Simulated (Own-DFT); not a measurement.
## Calculated data, SiC (2H silicon carbide, atoms displaced), GaP (zincblende, strained, atoms displaced)

Computed with Own-DFT development build. A calculation, not a measurement: plane-wave PBE density functional theory by an unreviewed code, no spin, of a simulated periodic cell, stress positive in tension, free energy of the whole cell less one offset for each atom, forces on such cells passed a denser k mesh, this cell's mesh not checked; offsets are fitted by least squares, one for each functional and potential file, so energies compare only between cells with the same atoms and settings and are not formation energies; the far tail of each file's local potential was reset to the Coulomb form; each entry is a single point on an unrelaxed cell, so the pressure reflects the starting lattice, mostly measured values (interpolated for alloys), from which strain is counted, and rises with the displacements; printed positions are rounded, which can move forces by about a meV/angstrom; the program, named Own-DFT, is a retired in-house code; no spin-orbit coupling.

Common to all runs: functional PBE; potential files PseudoDojo norm-conserving, scalar-relativistic, standard set; wave cutoff 42 hartree; occupations Fermi-Dirac; smearing width 0.1 eV; hardware one NVIDIA H100.

(1) 
```xyz
72
Lattice="9.2481 0.0000 0.0000 -4.6241 8.0091 0.0000 0.0000 0.0000 10.0681" Properties=species:S:1:pos:R:3:force_x:R:1:force_y:R:1:force_z:R:1 formula=SiC k_mesh=4_x_4_x_3_centred_on_Gamma free_energy_of_cell_above_offsets=-3.975 pressure=6.06 stress_xx=-6.9 stress_yy=-3.92 stress_zz=-7.36 stress_yz=-0.61 stress_xz=0.09 stress_xy=1.24 wall_time=348.3
Si    -4.5630     7.9756    10.0019     -0.604      1.547      1.202
Si    -0.0144     1.6918     2.4986      0.312      1.599     -0.103
C      0.0200     0.0002     1.8467     -0.918     -1.531      0.336
C      0.0975     1.8817     4.3911     -2.592     -1.489       0.79
Si     0.0129     0.0728     5.0459     -0.772     -0.792     -1.349
Si    -0.0510     1.7874     7.5784      2.002     -1.303     -0.697
C      4.6741     7.8731     6.9141     -2.561      3.831     -1.083
C     -0.0130     1.7298     9.3551      0.263      0.978      2.623
Si     7.5535     2.6984     0.1044      3.219      -0.71     -1.171
Si    -1.4612     4.4277     2.5875     -1.715      0.364     -3.351
C     -1.5364     2.6863     1.9185     -0.768     -1.431      1.263
C     -1.5676     4.4515     4.3584      0.217      0.791      2.293
Si     7.6387     2.7174     4.9764      2.563     -0.976      1.036
Si    -1.5100     4.3934     7.5423     -1.289      0.353      0.941
C      7.7074     2.5366     6.9519     -0.143      2.775     -2.187
C     -1.5394     4.3866     9.4951     -0.334      1.331     -1.339
Si    -3.0614     5.3702    10.0461      0.268     -1.146      0.755
Si    -3.0853     7.0941     2.4803     -0.367      0.477      0.603
C      6.1504     5.2964     1.9025      1.104       0.54     -0.353
C     -3.1208     7.1708     4.3788      0.685     -0.891      0.847
Si    -3.0822     5.3484     5.0867      0.707      1.578     -0.921
Si    -3.1566     7.1509     7.5513      3.604     -1.583      0.647
C      6.0695     5.4030     6.9272      1.904     -1.446      0.813
C     -2.9790     7.1489     9.4154      -2.47     -1.037     -0.153
Si     3.0191     0.0429     0.0328      2.322      1.099      0.236
Si     3.1115     1.7892     2.4587     -2.091      1.039      1.184
C      3.0417     0.0938     1.9388      0.604     -2.955     -1.016
C      2.9545     1.7701     4.4202      3.729     -0.333     -0.658
Si     3.0378     0.0210     5.0980      0.286     -1.202     -1.328
Si     3.0774     1.7452     7.5573      1.376      0.895      0.553
C     -1.5269     7.9673     6.9692     -1.483      1.304     -0.537
C      3.0723     1.9520     9.4296      1.661     -3.675       -0.6
Si     1.6177     2.6749    10.0178     -4.377      1.494      0.936
Si     1.4911     4.3946     2.4492      1.052       0.86      1.346
C      1.4842     2.6499     1.8545      1.282     -0.313     -0.174
C      1.5210     4.4841     4.4930      1.184      -1.26     -1.226
Si     1.5950     2.6062     5.1577     -1.994      3.201     -1.275
Si     1.5371     4.4142     7.4941     -1.046      2.036      1.954
C      1.6053     2.7022     7.0006     -1.364     -2.235     -0.838
C      1.4086     4.5208     9.4884      6.295     -2.754     -2.416
Si     0.0548     5.3028    10.0461     -4.701       2.46     -0.741
Si     0.0136     7.0899     2.5071     -2.031     -0.341     -0.098
C     -0.0158     5.3278     1.7337      0.197      0.315      4.572
C      0.0038     7.0462     4.4375     -1.448      2.608      -1.21
Si    -0.0323     5.3522     4.9560      0.546     -1.482      2.698
Si    -0.0547     7.1603     7.6451      0.904     -1.913       -1.5
C     -0.0470     5.3373     6.9536      0.565      0.083     -0.979
C     -0.0527     7.1483     9.4294      0.526      0.165      1.872
Si     6.1655     0.0278    10.0652     -0.806     -0.234     -0.053
Si     6.0617     1.7203     2.5719      2.405      0.034     -1.934
C      1.4192     7.9565     1.8568      2.759      0.654      0.879
C      6.1936     1.8184     4.3691     -2.249     -1.356      1.375
Si     6.0611     0.0152     5.0575      1.833     -0.628     -0.165
Si     6.1767     1.8053     7.5196      0.092         -2      1.832
C      1.4858     7.9638     6.9633      0.822      1.027      -0.58
C      6.1341     1.8263     9.4911      0.404     -1.695      -1.53
Si     4.6559     2.6381    10.0367     -1.091      0.518      1.108
Si     4.6112     4.4478     2.5377      1.848     -0.971      -0.16
C      4.6431     2.5883     1.8597     -0.826      1.943      0.625
C      4.7409     4.5255     4.3970     -2.708     -2.278      0.397
Si     4.5613     2.6491     4.9951      1.033      1.084       1.12
Si     4.6127     4.4718     7.6048      0.605     -0.995     -0.047
C      4.7322     2.6900     7.0167     -2.952       0.04     -2.275
C      4.6031     4.3728     9.4857      1.196      2.136     -0.552
Si     3.1682     5.3425     0.0057      -2.33      0.903      0.595
Si     3.0305     6.9931     2.5995      0.515      3.445     -2.989
C      3.1867     5.3543     1.9881     -2.729     -2.075     -2.477
C      3.0068     7.0948     4.3381      0.806      1.288      4.233
Si     3.1608     5.3431     5.0781     -1.388     -0.032     -0.519
Si     3.1152     7.1321     7.4960      -1.46     -1.007      1.586
C      3.0930     5.2622     7.0115     -0.257      1.706     -1.305
C      3.0993     7.2307     9.4802      0.171     -2.429     -1.365
```

Units: free_energy_of_cell_above_offsets in eV; pressure, stress_xx, stress_yy, stress_zz, stress_yz, stress_xz, stress_xy in GPa; wall_time in s; force_x, force_y, force_z in eV/Å.

(2) 
```xyz
64
Lattice="10.8620 0.0000 0.0000 0.0000 10.8620 0.0000 0.0000 0.0000 10.9439" Properties=species:S:1:pos:R:3:force_x:R:1:force_y:R:1:force_z:R:1 formula=GaP k_mesh=3_x_3_x_3_centred_on_Gamma free_energy_of_cell_above_offsets=-35.001 pressure=3.14 stress_xx=-3.33 stress_yy=-3.35 stress_zz=-2.74 stress_yz=0.07 stress_xz=0.05 stress_xy=-0.67 wall_time=506.7
Ga     0.0367     0.0455    10.9172     -0.541     -0.546      0.457
Ga     0.0511     2.7166     2.7948     -0.611      0.194     -0.728
Ga     2.7155    10.8548     2.7404      0.125      0.398      -0.28
Ga     2.7044     2.7177    10.9077      0.282     -0.122      0.118
P      1.3543     1.3649     1.3649      0.253      0.147      0.112
P      1.3885     4.1147     4.0468     -0.372     -0.331      1.201
P      4.0682     1.3522     4.1131     -0.057      0.209      -0.41
P      4.0749     4.0835     1.3434     -0.287     -0.314      0.283
Ga     0.0096    10.8403     5.4911      0.217      0.327     -0.203
Ga     0.0073     2.7157     8.2484     -0.103      0.133     -0.664
Ga     2.6929    10.8031     8.2534       0.94      0.568     -0.842
Ga     2.7242     2.7250     5.4646     -0.055      0.144      0.059
P      1.3974     1.3619     6.8619     -0.317     -0.094     -0.054
P      1.3638     4.0887     9.5593     -0.112      -0.07      0.225
P      4.1358     1.3591     9.5539     -1.085     -0.383       0.46
P      4.0795     4.0644     6.8709     -0.072      0.116     -0.266
Ga     0.0611     5.4437     0.0261     -0.939     -0.248     -0.632
Ga     0.0051     8.0962     2.7622      0.142      0.637     -0.738
Ga     2.7203     5.4138     2.7701      0.487      0.859     -0.767
Ga     2.7613     8.1778    10.9241     -0.613     -0.593     -0.509
P      1.3385     6.7958     1.3002      0.914      0.331      0.964
P      1.3830     9.5234     4.0420     -0.322     -0.493      0.712
P      4.1122     6.7998     4.1478     -0.353      0.043      -0.76
P      4.0196     9.5340     1.3015      0.581     -0.079      0.862
Ga     0.0151     5.4345     5.5260     -0.492     -0.031     -0.903
Ga    10.8499     8.1941     8.2211      -0.24     -0.442      -0.36
Ga     2.7022     5.4276     8.2118      0.026      0.178     -0.403
Ga     2.7126     8.1162     5.4695      0.142      0.551      0.041
P      1.3272     6.7946     6.8142       0.38       0.27      0.711
P      1.3454     9.5300     9.5426      0.008     -0.458      0.704
P      4.0844     6.7661     9.5421     -0.067      0.232      0.416
P      4.1538     9.5102     6.8134     -0.983     -0.285      0.459
Ga     5.4050    10.8565    10.9430      0.317     -0.178     -0.356
Ga     5.4316     2.6787     2.6728     -0.185      0.354      0.603
Ga     8.1306     0.0485     2.7425      0.629     -0.459      0.099
Ga     8.1801     2.7256     0.0280     -0.588     -0.219     -0.152
P      6.7497     1.2870     1.3816      0.494        0.7     -0.497
P      6.7309     4.0451     4.1879      0.449     -0.022     -1.297
P      9.5196     1.4003     4.1319     -0.042     -0.374     -0.109
P      9.4702     4.1065     1.3549      0.875     -0.368      0.437
Ga     5.4083     0.0646     5.4946      0.459     -0.409     -0.333
Ga     5.4077     2.7060     8.2592      0.701      0.359     -0.641
Ga     8.1415    10.8393     8.2397      0.237      0.244      -0.27
Ga     8.1191     2.7109     5.4776      0.052     -0.158      0.249
P      6.7845     1.3324     6.8630      0.107      0.428      0.231
P      6.8101     4.0877     9.5615       -0.2     -0.302       0.39
P      9.5221     1.3779     9.5888     -0.328      -0.21     -0.065
P      9.4749     4.0743     6.8167      0.361     -0.213      0.358
Ga     5.4196     5.4119     0.0247      0.361       0.28     -0.359
Ga     5.4301     8.2109     2.7413      0.105     -0.335     -0.271
Ga     8.1361     5.4165     2.7264     -0.138       0.11      0.683
Ga     8.1427     8.1614    10.9286       0.02     -0.369      0.048
P      6.8109     6.7725     1.3621     -0.528      0.398      0.087
P      6.8219     9.5311     4.1178     -0.731      0.525     -0.144
P      9.5074     6.8576     4.0852     -0.409     -1.024      0.714
P      9.4715     9.4703     1.3587      0.603      0.684      0.154
Ga     5.4299     5.4316     5.4567     -0.105      0.085      0.801
Ga     5.4542     8.1619     8.2528     -0.278     -0.261     -0.559
Ga     8.1311     5.4272     8.1882      0.253      0.214      0.024
Ga     8.1056     8.2047     5.4696      0.187     -0.763      0.159
P      6.7697     6.7938     6.8687       0.15      0.097     -0.433
P      6.7928     9.4808     9.5588     -0.061      0.415      0.604
P      9.4967     6.7980     9.5607      0.257     -0.186      0.112
P      9.4869     9.5089     6.8068      0.103      0.108      0.473
```

Units: free_energy_of_cell_above_offsets in eV; pressure, stress_xx, stress_yy, stress_zz, stress_yz, stress_xz, stress_xy in GPa; wall_time in s; force_x, force_y, force_z in eV/Å.

(3) 
```xyz
64
Lattice="10.8620 0.0000 0.0000 0.0000 10.8620 0.0000 0.0000 0.0000 10.9439" Properties=species:S:1:pos:R:3:force_x:R:1:force_y:R:1:force_z:R:1 formula=GaP k_mesh=3_x_3_x_3_centred_on_Gamma free_energy_of_cell_above_offsets=-35.019 pressure=3.16 stress_xx=-3.32 stress_yy=-3.35 stress_zz=-2.79 stress_yz=0.29 stress_xz=0.16 stress_xy=-0.13 wall_time=513
Ga     0.0208    10.8387    10.8824     -0.323      0.351      0.998
Ga    10.8039     2.7355     2.7073      0.616     -0.227       0.22
Ga     2.7102     0.0172     2.7266      0.208     -0.475     -0.014
Ga     2.6988     2.7229     0.0342      0.406      0.269     -0.441
P      1.4280     1.3656     1.3777     -1.283     -0.047     -0.127
P      1.3604     4.0758     4.1423      -0.22     -0.128     -0.562
P      4.0453     1.3428     4.0839      0.407       0.29      0.122
P      4.1134     4.0789     1.3905      -0.63     -0.085      0.127
Ga    10.8276     0.0264     5.4324      0.573     -0.587      0.143
Ga    10.8140     2.7197     8.1689      0.717     -0.317      0.377
Ga     2.7501     0.0090     8.2256     -0.376     -0.202     -0.405
Ga     2.7327     2.6928     5.4750     -0.106      0.127      -0.02
P      1.3682     1.3373     6.8119     -0.222      0.152      0.391
P      1.3434     4.1085     9.5709      0.169      -0.71     -0.191
P      4.0690     1.3271     9.5786     -0.013      0.604      0.334
P      4.0662     4.0916     6.8333      0.067     -0.184     -0.073
Ga    10.8558     5.4060    10.9082      0.092      0.713      0.455
Ga    10.8441     8.0741     2.7656      0.338      1.017     -0.213
Ga     2.7234     5.4599     2.7652     -0.104     -0.582     -0.169
Ga     2.6675     8.1507     0.0133      0.452       0.03      -0.52
P      1.4049     6.8253     1.4098     -0.811     -0.801     -0.478
P      1.4162     9.4876     4.0912     -0.773      0.048      0.154
P      4.0463     6.7941     4.0772      0.545      0.333      0.558
P      4.0496     9.5115     1.3167      0.095     -0.168      0.599
Ga    10.8414     5.4134     5.4765      0.301      0.438       0.12
Ga     0.0021     8.1827     8.2403      0.235     -0.596     -0.493
Ga     2.6958     5.4157     8.1828      0.239      0.091      0.231
Ga     2.7155     8.1460     5.5277      0.267      0.159     -0.713
P      1.4325     6.7766     6.8192     -1.345      0.081       0.37
P      1.3469     9.5197     9.5701       0.39     -0.174     -0.114
P      4.0507     6.8180     9.5015      0.012     -0.635      1.135
P      4.0581     9.4960     6.8369      0.518      0.046      0.403
Ga     5.4122    10.8544     0.0245      0.273      0.009     -0.283
Ga     5.4422     2.7140     2.7488     -0.063     -0.095      0.115
Ga     8.1151     0.0449     2.7347      0.207     -0.427     -0.057
Ga     8.1544     2.7232    10.9119     -0.544      -0.33      0.137
P      6.7701     1.3550     1.3744       0.12       0.31     -0.309
P      6.8094     4.0758     4.1079     -0.494      0.427     -0.159
P      9.4831     1.3471     4.1081     -0.179      0.657     -0.145
P      9.4708     4.0627     1.3124      0.227      0.367      0.403
Ga     5.3964     0.0209     5.4795      0.288     -0.021      0.118
Ga     5.3704     2.7693     8.2557      0.387     -0.572     -0.453
Ga     8.1784    10.8409     8.1716     -0.329      0.249      0.501
Ga     8.0988     2.7699     5.4571      0.674     -0.448      0.516
P      6.8188     1.3738     6.8575     -0.631      0.187      0.031
P      6.7664     4.0680     9.5853      0.233      0.398      0.033
P      9.4947     1.3709     9.5887      0.153     -0.256     -0.346
P      9.5205     4.1064     6.8883     -0.568     -0.096      -0.65
Ga     5.4470     5.4115     0.0671     -0.253      0.529     -0.749
Ga     5.4408     8.1458     2.7132     -0.289      0.391      0.263
Ga     8.1565     5.4277     2.7357      0.163      0.266      0.128
Ga     8.1226     8.1110    10.9169       0.05      0.465      0.432
P      6.7833     6.7975     1.3925      0.235     -0.189     -0.182
P      6.7936     9.5398     4.1067     -0.309     -0.168     -0.024
P      9.5013     6.8535     4.1507     -0.234     -1.054     -0.105
P      9.4766     9.4896     1.3957      0.306      0.021     -0.338
Ga     5.4310     5.4594     5.4888      0.122      0.183     -0.192
Ga     5.4640     8.1014     8.2310     -0.204      0.829     -0.261
Ga     8.2088     5.4491     8.2757     -1.153     -0.321     -0.869
Ga     8.1264     8.1643     5.4830       0.21      0.655     -0.165
P      6.8183     6.8728     6.8234     -0.074     -1.285      0.415
P      6.7891     9.5078     9.5857     -0.002      0.119     -0.143
P      9.4593     6.7923     9.5512       1.05      0.405      0.692
P      9.5162     9.5027     6.8630      0.188     -0.036     -0.558
```

Units: free_energy_of_cell_above_offsets in eV; pressure, stress_xx, stress_yy, stress_zz, stress_yz, stress_xz, stress_xy in GPa; wall_time in s; force_x, force_y, force_z in eV/Å.
